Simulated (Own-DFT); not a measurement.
Simulation results for Ti19Si41 (C49 TiSi2 crystal with substituted atoms, atoms displaced)

A calculation, not a measurement: plane-wave density functional theory by an unreviewed code, no spin, of a simulated periodic cell, stress positive in tension, run twice, with PBE and with PBEsol, both on files made for PBE, so the change isn't that of files made for PBEsol, forces on such cells moved up to 12 meV/angstrom on a denser k mesh; the far tail of each file's local potential was reset to the Coulomb form; each entry is a single point on an unrelaxed cell, so the pressure reflects the starting lattice, taken from the Materials Project, from which strain is counted, and rises with the displacements; printed positions are rounded, which can move forces by about a meV/angstrom; the program, named Own-DFT, is a retired in-house code; no spin-orbit coupling; stress was not checked against mesh or cutoff. Program: Own-DFT development build.

Common to all runs: functional PBE, then PBEsol; potential files PseudoDojo norm-conserving, scalar-relativistic, standard set; wave cutoff 42 hartree; occupations cold (Marzari-Vanderbilt); smearing width 0.2 eV; k mesh 4 x 4 x 4 centred on Gamma.

(1) 
```xyz
60
Lattice="5.2953 -6.7593 3.5652 7.0604 0.0000 -7.1303 5.2953 6.7593 3.5652" Properties=species:S:1:pos:R:3:PBE_force_x:R:1:PBE_force_y:R:1:PBE_force_z:R:1:PBEsol_force_x:R:1:PBEsol_force_y:R:1:PBEsol_force_z:R:1 formula=Ti19Si41 PBE_pressure=3.56 PBE_stress_xx=-4.03 PBE_stress_yy=-2.71 PBE_stress_zz=-3.93 PBE_stress_yz=-0.27 PBE_stress_xz=0.24 PBE_stress_xy=-0.15 PBEsol_pressure=0.31 PBEsol_stress_xx=-0.7 PBEsol_stress_yy=0.77 PBEsol_stress_zz=-1 PBEsol_stress_yz=-0.27 PBEsol_stress_xz=0.24 PBEsol_stress_xy=-0.15 rms_change_of_force_components_from_PBE_to_PBEsol=0.022
Ti    12.3907    -5.3247    -2.6864     -0.013     -0.516      0.314      0.004      -0.52      0.313
Ti    14.1172    -1.3263    -0.9012     -0.417      -0.92      0.175     -0.414     -0.904      0.169
Si    12.2549    -0.8169    -2.7076      0.921     -0.564     -0.226      0.912      -0.61     -0.217
Si     8.8312     0.8190    -4.4342       0.27      0.028      0.134      0.268      0.077      0.135
Si     7.0863    -3.3737     4.3960      0.046      0.363      0.696      0.041      0.357      0.705
Si    12.3975    -3.4156    -0.8633      0.011       0.37     -0.537       0.01      0.363     -0.547
Ti     8.8304    -5.2722     0.8501        0.1     -1.148      0.809      0.098     -1.149       0.81
Ti    10.6349    -1.3610     2.6677     -0.727     -0.648      0.094     -0.718     -0.625      0.098
Si     8.7618    -0.7683     0.9709      0.822     -0.785     -1.648       0.81     -0.832      -1.65
Si     5.2849     0.7500    -0.8885      0.166      0.944      0.169      0.168      1.006      0.168
Si    10.6562    -3.3910     0.8780      -0.25      0.364      0.201     -0.258      0.358        0.2
Si     8.8497    -3.3900     2.6779      0.274      0.345      -0.04      0.282      0.339     -0.049
Si    14.0555     1.3328     0.9209      0.261       0.12     -0.282       0.28      0.078     -0.294
Ti    10.7102    -1.3933    -0.9020     -2.144     -0.336      0.331     -2.113      -0.31      0.326
Si     8.8140    -0.7992    -2.6362      0.681     -0.074     -0.578       0.67     -0.131      -0.59
Si    10.6078    -5.9991    -0.8669      0.071      0.132     -0.501      0.094      0.168     -0.472
Si    10.6312    -3.3969    -2.6574     -0.358     -0.056      0.114     -0.336     -0.031      0.113
Si     8.8165    -3.4081    -0.9087       0.39      0.245      0.199      0.385      0.262      0.241
Ti     7.0336     1.2845     4.4017      0.585      0.985       0.69      0.573      0.968       0.67
Ti    10.5047    -1.4662    -4.4913      0.876      0.791      0.365      0.864      0.791      0.363
Si     1.6911    -0.7941     0.9700      1.025      0.331     -1.998      1.011      0.282     -1.985
Si    15.9415     0.7548    -0.8864     -0.736      0.735      0.407     -0.699      0.773      0.385
Si     8.7576     3.3960     4.4913      1.214     -0.643     -0.522      1.239     -0.627     -0.528
Si    14.1386     3.3330    -0.9595     -0.259     -0.384      0.852     -0.258     -0.352       0.85
Ti    10.5703     1.3350     4.4307       0.28      0.644      0.092      0.287      0.612        0.1
Ti     7.0380    -1.3476     2.6440     -0.238     -0.595      0.625     -0.233     -0.575      0.625
Si     5.2569    -0.8646     0.7880      0.429      0.191      1.634      0.425      0.138      1.639
Si     7.1077    -5.8838     2.6888     -0.183     -0.711     -0.318     -0.186     -0.668     -0.317
Si     7.0220    -3.3788     0.9739      0.126      0.112     -0.628      0.137      0.111     -0.636
Si     5.3012    -3.3818     2.7365      -0.27     -0.018     -0.802     -0.284     -0.018     -0.802
Ti    10.5416     1.3522     0.8183      0.528       0.32        0.6      0.521      0.297      0.603
Ti     7.0910    -1.3937    -0.9542     -0.057      -0.24      1.186     -0.071     -0.218      1.176
Si     5.3290    -0.8177    -2.5747      0.317     -0.085     -2.028      0.316     -0.151     -2.026
Si    12.3879     0.8022     2.6688     -0.281      0.224     -0.321     -0.312      0.265     -0.282
Si     7.0982    -3.4218    -2.6511     -0.219      0.101      -0.63     -0.241      0.134     -0.641
Si    10.6503     3.3714     2.6196     -0.214     -0.422      0.558     -0.228     -0.411      0.568
Ti    10.7037     1.4092    -2.7083     -1.917      0.098      0.452     -1.897      0.076      0.443
Ti     7.1581    -1.3849    -4.4911     -1.495     -0.529      1.168     -1.475     -0.512       1.16
Si    10.5906     5.9091    -2.6761      0.548      0.161     -0.045       0.55      0.097     -0.044
Si    12.3088     0.7216    -0.9228      0.807      0.761      0.216      0.771      0.795      0.181
Si    12.4234     3.3896    -2.6707     -0.833     -0.011     -0.139     -0.853     -0.014     -0.135
Si    10.5804     3.3918    -0.8800      0.273     -0.221     -0.085      0.269     -0.218     -0.084
Ti     7.0992     1.3955     0.9105     -1.089     -0.282     -0.148     -1.065     -0.293     -0.144
Ti     3.6305    -1.4786    -0.9359     -2.036      0.982      0.484     -2.004       0.98       0.48
Si     7.0391     5.9553     0.8382       0.83        0.1      0.806      0.811      0.054       0.81
Si     8.7930     0.8002     2.6032      0.598      0.203      1.687      0.587      0.251      1.701
Si     8.8084     3.3396     0.9860      0.379      0.197     -0.931       0.38      0.197      -0.93
Si     7.0702     3.3726     2.7506     -0.145     -0.005     -0.735     -0.144     -0.008     -0.749
Ti     7.1264     1.4140    -2.7066      -0.85     -0.373       0.57     -0.839      -0.38      0.569
Ti     8.9475     5.3716    -0.8848     -1.431     -0.273      0.391     -1.418     -0.263      0.389
Si    12.3276    -0.7756     0.8715      0.651     -0.434      0.641      0.627     -0.501      0.636
Si     8.7505     0.7765    -0.9062       0.96      0.128      0.065      0.945      0.183      0.075
Si     8.8122     3.4094    -2.6849      0.578       0.05      0.154      0.576      0.052      0.159
Si     7.1078     3.3207    -0.8533     -0.006      0.543     -0.309     -0.003       0.53     -0.313
Ti     3.5265     1.4053     0.9728      0.253     -0.217     -0.927      0.244     -0.217     -0.921
Ti     5.2983     5.4187     2.6121       0.67     -0.851      0.965      0.656     -0.827      0.958
Si     8.8027    -0.8429     4.5598      0.178      0.215     -2.094      0.176      0.178     -2.098
Si     5.2866     0.7699     2.7286      0.123     -0.184      -1.69      0.128     -0.131     -1.691
Si     5.3561     3.3396     0.8848     -0.393      0.447      0.179     -0.395       0.44      0.188
Si    10.5804     3.3831    -4.4660      0.319      0.293      0.138      0.326      0.281      0.137
```

Units: PBE_pressure, PBE_stress_xx, PBE_stress_yy, PBE_stress_zz, PBE_stress_yz, PBE_stress_xz, PBE_stress_xy, PBEsol_pressure, PBEsol_stress_xx, PBEsol_stress_yy, PBEsol_stress_zz, PBEsol_stress_yz, PBEsol_stress_xz, PBEsol_stress_xy in GPa; rms_change_of_force_components_from_PBE_to_PBEsol, PBE_force_x, PBE_force_y, PBE_force_z, PBEsol_force_x, PBEsol_force_y, PBEsol_force_z in eV/Å.

(2) 
```xyz
60
Lattice="5.2953 -6.7593 3.5652 7.0604 0.0000 -7.1303 5.2953 6.7593 3.5652" Properties=species:S:1:pos:R:3:PBE_force_x:R:1:PBE_force_y:R:1:PBE_force_z:R:1:PBEsol_force_x:R:1:PBEsol_force_y:R:1:PBEsol_force_z:R:1 formula=Ti19Si41 PBE_pressure=3.68 PBE_stress_xx=-3.8 PBE_stress_yy=-2.78 PBE_stress_zz=-4.48 PBE_stress_yz=-0.59 PBE_stress_xz=-0.24 PBE_stress_xy=-0.12 PBEsol_pressure=0.44 PBEsol_stress_xx=-0.47 PBEsol_stress_yy=0.71 PBEsol_stress_zz=-1.57 PBEsol_stress_yz=-0.6 PBEsol_stress_xz=-0.24 PBEsol_stress_xy=-0.12 rms_change_of_force_components_from_PBE_to_PBEsol=0.022
Ti    12.3117    -5.5357    -2.6280      0.451      2.095     -0.518      0.454       2.05     -0.493
Ti    14.1460    -1.3460    -0.7761     -0.176     -0.888     -1.159      -0.18      -0.87     -1.158
Si    12.4769    -0.8021    -2.6383     -0.714     -0.063     -0.003     -0.702     -0.107     -0.009
Si     8.8152     0.7181    -4.5138      0.543      0.869      1.173      0.532      0.925      1.179
Si     7.0895    -3.3795     4.5751     -0.132     -0.256     -0.277     -0.122     -0.246     -0.289
Si    12.2924    -3.3817    -0.8575      0.562     -0.083     -0.079      0.561      -0.08     -0.069
Ti     8.8371    -5.3637     0.8768     -0.232     -0.226     -0.048     -0.219     -0.239     -0.042
Ti    10.5744    -1.3730     2.6692       0.51     -0.748      0.287      0.508     -0.724      0.281
Si     8.8660    -0.7220     1.0492     -0.619       -0.7     -2.379     -0.606     -0.753     -2.382
Si     5.2969     0.7668    -0.9615      0.275      0.106      0.567      0.269      0.147      0.566
Si    10.5734    -3.3871     0.9788       0.39       0.22     -0.587      0.387       0.22      -0.59
Si     8.8001    -3.4409     2.6252     -0.117      0.313      0.745     -0.129      0.304      0.757
Ti    14.1407     1.4369     0.8662     -0.036     -0.781      0.545     -0.036      -0.78      0.542
Ti    10.6946    -1.3099    -0.9059     -1.095     -0.829      0.612      -1.08     -0.801      0.603
Si     8.8191    -0.7675    -2.6440       0.35     -0.583     -0.441      0.342     -0.628     -0.447
Si    10.6437    -5.9421    -0.8432     -0.986     -0.166     -1.107     -0.968     -0.128     -1.116
Si    10.5191    -3.3967    -2.6081      1.092      0.448     -0.285      1.097      0.443     -0.293
Si     8.8093    -3.4423    -0.9104      0.266      0.643       0.72      0.268      0.623      0.733
Ti     7.0572     1.3590     4.4924      0.233      1.008     -0.806      0.224      0.967     -0.791
Ti    10.6679    -1.3185    -4.4041     -0.819     -0.961      0.359     -0.805     -0.931      0.346
Si     1.7549    -0.7701     0.9374      0.074     -1.442     -0.703      0.071     -1.491     -0.713
Si    15.8999     0.8759    -0.9276      0.419     -0.178      0.681       0.38     -0.148      0.727
Si     3.6454    -3.2855     0.9880     -0.936     -0.367     -0.517     -0.969     -0.326      -0.53
Si     8.8860    -3.4307    -4.3932     -0.662      0.735      -0.84     -0.681      0.715     -0.842
Si    10.5731     1.4054     4.4229       0.44      0.524     -0.074      0.454      0.482     -0.073
Ti     7.0437    -1.4419     2.7761      0.423      0.383     -1.083      0.417      0.392     -1.076
Si     5.2186    -0.7506     0.9290      1.119     -0.286     -0.649      1.096     -0.333     -0.654
Si     7.0623    -6.0498     2.7038     -0.632      0.752     -0.825     -0.596      0.787     -0.796
Si     7.0798    -3.3591     0.8759     -0.299     -0.016      0.012     -0.282      0.014      0.002
Si     5.3689    -3.3857     2.7287     -0.296     -0.461      0.327     -0.287     -0.427      0.357
Ti    10.6487     1.3659     0.8882     -0.368      0.525     -0.095     -0.372      0.503       -0.1
Ti     7.0649    -1.3629    -0.8837     -0.199      0.251      0.596     -0.204      0.258      0.568
Si     5.2630    -0.8177    -2.7424       0.25     -0.213      1.151      0.248     -0.264      1.138
Si    12.4057     0.6498     2.6361     -0.295      1.985      1.021     -0.266      2.041      1.003
Si     7.0671    -3.2529    -2.5613      0.003     -0.856     -1.268      0.005      -0.84     -1.281
Si    10.5281     3.4257     2.5850      0.434     -0.226      0.852      0.437       -0.2      0.847
Ti    10.6634     1.3914    -2.6685     -1.022     -0.232     -0.215     -1.006     -0.238     -0.205
Ti     6.9965    -1.3843    -4.4690      0.944     -0.572      0.249      0.926     -0.527       0.25
Si    10.6115     5.8696    -2.6925      0.031      0.853      0.194      0.035      0.825      0.195
Si    12.4040     0.8313    -0.9494     -0.168      0.007      1.125     -0.169      0.049      1.126
Si    12.2953     3.3449    -2.7037      1.362      0.527      0.658      1.374       0.52       0.67
Si    10.5987     3.3270    -0.8764       0.24      0.313      0.049      0.248      0.308      0.053
Ti     7.0620     1.4585     0.9048     -0.091       -1.2     -0.392     -0.086     -1.194     -0.388
Ti     3.5135    -1.3451    -0.8686      0.109     -0.757     -0.533      0.116     -0.724     -0.526
Si     7.0143     5.9843     0.8598      0.471     -0.605      0.569      0.474     -0.677      0.573
Si     8.8454     0.8026     2.7065     -0.051      1.054      0.404     -0.083      1.106      0.382
Si     8.8289     3.3458     0.8871      0.024      0.454      0.027      0.016      0.444       0.02
Si     7.0256     3.3712     2.6015      0.311      0.243      0.903      0.317      0.241      0.909
Ti     7.0897     1.3027    -2.7667      0.003      1.201      1.247     -0.002      1.169      1.237
Ti     8.8790     5.4038    -0.9022     -0.516     -0.976     -0.037     -0.514     -0.955     -0.047
Si    12.4134    -0.7426     0.9293     -0.351     -0.876     -1.332     -0.345     -0.931     -1.358
Si     8.8432     0.8023    -0.9312      0.004      0.029      0.901      0.006      0.073      0.907
Si     8.8514     3.3875    -2.6630     -0.215     -0.217     -0.089     -0.211     -0.208       -0.1
Si     7.1363     3.3444    -0.8711     -0.626      0.278     -0.359     -0.632      0.274     -0.345
Ti     3.5007     1.3117     0.8072      0.513      1.032      1.082      0.513       0.99       1.08
Ti     5.2790     5.3707     2.6371      0.191     -0.306       0.59      0.187     -0.302      0.597
Si     8.8281    -0.7140     4.4843     -0.182     -0.771      0.014     -0.197     -0.843      0.018
Si     5.2648     0.8023     2.6602      0.473      0.289      0.194      0.462      0.333      0.211
Si     5.2537     3.4020     0.8845      0.032     -0.158     -0.264      0.036     -0.151     -0.274
Si    10.6476     3.3774    -4.3841     -0.709     -0.137     -0.891      -0.71     -0.132     -0.889
```

Units: PBE_pressure, PBE_stress_xx, PBE_stress_yy, PBE_stress_zz, PBE_stress_yz, PBE_stress_xz, PBE_stress_xy, PBEsol_pressure, PBEsol_stress_xx, PBEsol_stress_yy, PBEsol_stress_zz, PBEsol_stress_yz, PBEsol_stress_xz, PBEsol_stress_xy in GPa; rms_change_of_force_components_from_PBE_to_PBEsol, PBE_force_x, PBE_force_y, PBE_force_z, PBEsol_force_x, PBEsol_force_y, PBEsol_force_z in eV/Å.

(3) 
```xyz
60
Lattice="5.2953 -6.7593 3.5652 7.0604 0.0000 -7.1303 5.2953 6.7593 3.5652" Properties=species:S:1:pos:R:3:PBE_force_x:R:1:PBE_force_y:R:1:PBE_force_z:R:1:PBEsol_force_x:R:1:PBEsol_force_y:R:1:PBEsol_force_z:R:1 formula=Ti19Si41 PBE_pressure=3.56 PBE_stress_xx=-3.82 PBE_stress_yy=-2.93 PBE_stress_zz=-3.92 PBE_stress_yz=-0.08 PBE_stress_xz=-0.1 PBE_stress_xy=0.14 PBEsol_pressure=0.31 PBEsol_stress_xx=-0.48 PBEsol_stress_yy=0.56 PBEsol_stress_zz=-1.02 PBEsol_stress_yz=-0.08 PBEsol_stress_xz=-0.11 PBEsol_stress_xy=0.13 rms_change_of_force_components_from_PBE_to_PBEsol=0.022
Ti    12.3450    -5.3380    -2.7077      0.193      0.036     -0.259      0.193      0.031     -0.262
Ti    14.1599    -1.4068    -0.8903      -0.73      -0.08        0.2     -0.732     -0.055      0.195
Si    12.2735    -0.7270    -2.6114      0.697     -0.994     -1.161      0.687     -1.053     -1.164
Si     8.8324     0.8354    -4.5572     -0.588     -0.289      0.806     -0.563     -0.239      0.799
Si     7.1122    -3.4393     4.5061     -0.346      0.686      -0.37     -0.348      0.676     -0.369
Si    12.3786    -3.3775    -0.8726     -0.387      0.014     -0.269     -0.386      0.012     -0.284
Ti     8.9040    -5.3956     0.8753     -0.785       0.69     -0.277     -0.783      0.659     -0.268
Ti    10.6176    -1.3928     2.7230     -0.653      0.248      -0.46      -0.63      0.264     -0.462
Si     8.7622    -0.8875     0.9101      1.125      0.365       0.46      1.113      0.317      0.446
Si     5.1872     0.8043    -0.8144      1.113     -0.006     -0.976      1.098      0.047     -0.986
Si    10.7047    -3.3878     0.9670     -1.117      0.229     -0.518     -1.131      0.218     -0.516
Si     8.7560    -3.3460     2.6428      0.672     -0.273      0.136      0.682      -0.27      0.146
Ti    14.1328     1.3905     0.8520      0.002      0.307      0.186          0      0.293      0.189
Ti    10.5776    -1.2370    -0.8847     -0.207     -1.636      0.388     -0.203     -1.594      0.386
Si     8.7606    -0.7577    -2.6565       0.09      0.099     -0.639      0.115      0.072     -0.608
Si    10.6227    -6.0720    -0.9653     -0.249      0.653      0.908     -0.264      0.728      0.917
Si    10.5783    -3.3665    -2.6792      0.393      0.286     -0.177      0.397      0.276     -0.188
Si     8.8836    -3.3692    -0.9464      0.125      0.029      0.687      0.132      0.026      0.699
Ti     7.2095     1.3096     4.4171      -2.49      1.367      0.381     -2.466      1.325      0.375
Ti    10.5198    -1.3735    -4.4993      0.579     -0.219      0.451      0.582     -0.195      0.447
Si     1.7698    -0.8090     0.7856     -0.023     -0.077      1.379      0.007     -0.125      1.351
Si    15.9225     0.8290    -0.9434      0.149     -0.038      0.896      0.149      0.013        0.9
Si     3.5414    -3.3536     0.8664      0.244     -0.325      0.391      0.242     -0.319       0.39
Si    14.0950     3.3704    -0.9005      0.328     -0.103     -0.329      0.362     -0.131     -0.331
Ti    10.6222     1.3977     4.4261     -0.318      0.058     -0.095     -0.315      0.031     -0.095
Ti     7.0653    -1.3701     2.7113     -0.875     -0.413     -0.296     -0.855     -0.379       -0.3
Si     5.3008    -0.7605     0.9052     -0.175     -0.495      0.266     -0.167     -0.548      0.268
Si     7.1207    -6.0009     2.6426     -0.359      0.964      0.123     -0.351      1.026      0.131
Si     7.1094    -3.3553     0.7642     -0.255     -0.244       0.83     -0.269     -0.238       0.83
Si     5.3096    -3.3668     2.6975      0.075      0.017     -0.275      0.085      0.011     -0.275
Ti    10.6664     1.3398     0.9130     -0.827      0.997     -0.169     -0.814       0.97     -0.167
Ti     7.1351    -1.3040    -0.8171     -1.451     -0.895     -0.956      -1.43     -0.878     -0.938
Si     5.2325    -0.8539    -2.6696      0.923       0.16      0.058      0.887      0.138      0.085
Si    12.3824     0.7411     2.6592      0.198      1.071        0.1      0.197      1.123      0.096
Si     7.1184    -3.2806    -2.6562     -0.485     -0.233     -0.122     -0.492     -0.254     -0.098
Si    10.5561     3.3571     2.6336       0.55      0.021      0.257      0.546      0.015      0.261
Ti    10.5370     1.3887    -2.7661      0.189      -0.18      1.395      0.195     -0.196      1.383
Si     7.0865    -1.3897    -4.5498       0.14     -0.256     -0.019      0.142     -0.215     -0.012
Si    10.5909     5.9347    -2.6819      0.233     -0.387     -0.528      0.196     -0.428     -0.574
Si    12.3887     0.7570    -0.9024      0.078       1.01      0.012      0.077       1.06      0.028
Si    12.3740     3.3254    -2.7472      0.099      -0.02      0.685      0.094     -0.039      0.668
Si    10.6102     3.3654    -0.9352     -0.142      0.031      0.278     -0.161      0.002      0.276
Ti     7.0101     1.4368     0.9863     -0.005     -0.321     -1.196     -0.007     -0.342     -1.186
Ti     3.5329    -1.4613    -0.9088      0.106      1.217       0.04      0.094      1.223      0.047
Si    12.3182    -0.6911     4.4470      0.577     -1.091      0.058      0.565     -1.154      0.056
Si     8.7116     0.7748     2.6145      1.856      0.012      0.126      1.827      0.062      0.133
Si     8.8478     3.3309     0.8991     -0.107      0.181     -0.294     -0.119      0.179     -0.287
Si     7.0578     3.5059     2.7016      0.424     -1.293     -0.189      0.439     -1.271     -0.197
Ti     6.9544     1.3243    -2.6316      1.031      0.678     -0.211      1.022      0.678     -0.207
Ti     8.7926     5.4084    -0.9087      0.246     -0.777      0.092      0.235     -0.752      0.087
Si    12.3421    -0.7391     0.8980      0.233      -0.82     -0.362      0.227     -0.868     -0.363
Si     8.8206     0.8243    -0.8188     -0.053      0.139     -0.335      -0.05      0.167      -0.33
Si     8.7757     3.3466    -2.6657      0.495      0.123     -0.142      0.509       0.12     -0.148
Si     7.1070     3.4572    -0.8933     -0.198     -0.765      0.435     -0.197     -0.749      0.448
Ti     3.5206     1.4087     0.8598      0.201     -0.053      0.414      0.196      -0.07      0.419
Ti     5.3459     5.3575     2.6805      -1.15      0.363     -0.475     -1.124      0.367     -0.481
Si     8.7328    -0.7499     4.4585      1.384     -0.658     -0.114       1.36     -0.701     -0.119
Si     5.2362     0.7858     2.7135      0.514      0.206     -0.329       0.51      0.258     -0.336
Si     5.4110     3.4305     0.9218     -1.089     -0.209     -0.358     -1.099     -0.205     -0.366
Si    10.6236     3.2824    -4.4313     -0.199      0.893     -0.539     -0.203      0.877     -0.538
```

Units: PBE_pressure, PBE_stress_xx, PBE_stress_yy, PBE_stress_zz, PBE_stress_yz, PBE_stress_xz, PBE_stress_xy, PBEsol_pressure, PBEsol_stress_xx, PBEsol_stress_yy, PBEsol_stress_zz, PBEsol_stress_yz, PBEsol_stress_xz, PBEsol_stress_xy in GPa; rms_change_of_force_components_from_PBE_to_PBEsol, PBE_force_x, PBE_force_y, PBE_force_z, PBEsol_force_x, PBEsol_force_y, PBEsol_force_z in eV/Å.
